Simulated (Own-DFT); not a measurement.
# Stretching a layer in its plane: wurtzite AlGaN with randomly placed atoms, 72 atoms (Al27Ga9N36)

Source: density functional calculations with Own-DFT, an unreviewed in-house program that is no longer used. Nothing was measured or relaxed, and spin and spin-orbit coupling are left out.

Method: PBE; PseudoDojo norm-conserving scalar-relativistic files; cutoff 42 hartree; 4 x 4 x 3 k mesh centred on Gamma; Fermi-Dirac smearing of 0.1 eV.

Limits: forces on such cells passed a denser k mesh, each cell not checked; stress not checked against mesh or cutoff.

Unstrained cell vectors in Å: (9.394, 0.000, 0.000); (-4.697, 8.135, 0.000); (0.000, 0.000, 10.066). The unstrained cell has measured lattice constants (interpolated for alloys), not those of this functional. That, the random moves and any unrelaxed bonds set the pressure at no strain. Each run strains x and y alike by e, as a substrate would, and holds the height along z. Each atom got a random Gaussian move of width 0.05 Å along each axis. The random placing of the alloy's atoms differs from row to row. Stress is positive in tension.

| e (%) | u (Å) | (s_xx + s_yy)/2 (GPa) | s_zz (GPa) |
|---|---|---|---|
| -3.00 | 0.048 | -25.80 | -11.64 |
| -2.50 | 0.048 | -22.01 | -11.42 |
| -2.25 | 0.053 | ? | ? |
| -1.75 | 0.049 | -16.96 | -10.29 |
| -1.25 | 0.052 | -14.49 | -7.68 |
| -0.75 | 0.049 | -10.87 | -8.07 |
| -0.50 | 0.049 | -9.32 | -7.81 |
| -0.25 | 0.054 | -8.52 | -6.05 |
| 2.25 | 0.049 | 5.12 | -3.31 |
| 2.50 | 0.055 | 6.04 | -4.76 |

## Worked fit

With e as a fraction, the in-plane stress is -6.7 + 566 e - 2139 e² GPa (errors 6 and 349, scatter 0.32), and s_zz is -7.1 + 144 e GPa (slope ± 18, scatter 0.95). At e = 0 the first slope is C11 + C12 and the second 2 C13, both with the ions held to the strained lattice and at the cell's own pressure. The term in e² is negative: the layer stiffens under compression and softens under tension. A free layer would change its height as e changes, and the in-plane slope would drop by 2 C13²/C33 to the biaxial modulus. At fixed height, a misfit of 1 % moves the in-plane stress by about 5.7 GPa and s_zz by 1.4 GPa.

## Withheld run

Question: what are the two stresses at e = -2.25 %?

The fitted form gives -20.5 and -10.3 GPa. The run itself gave -20.76 and -11.35 GPa.
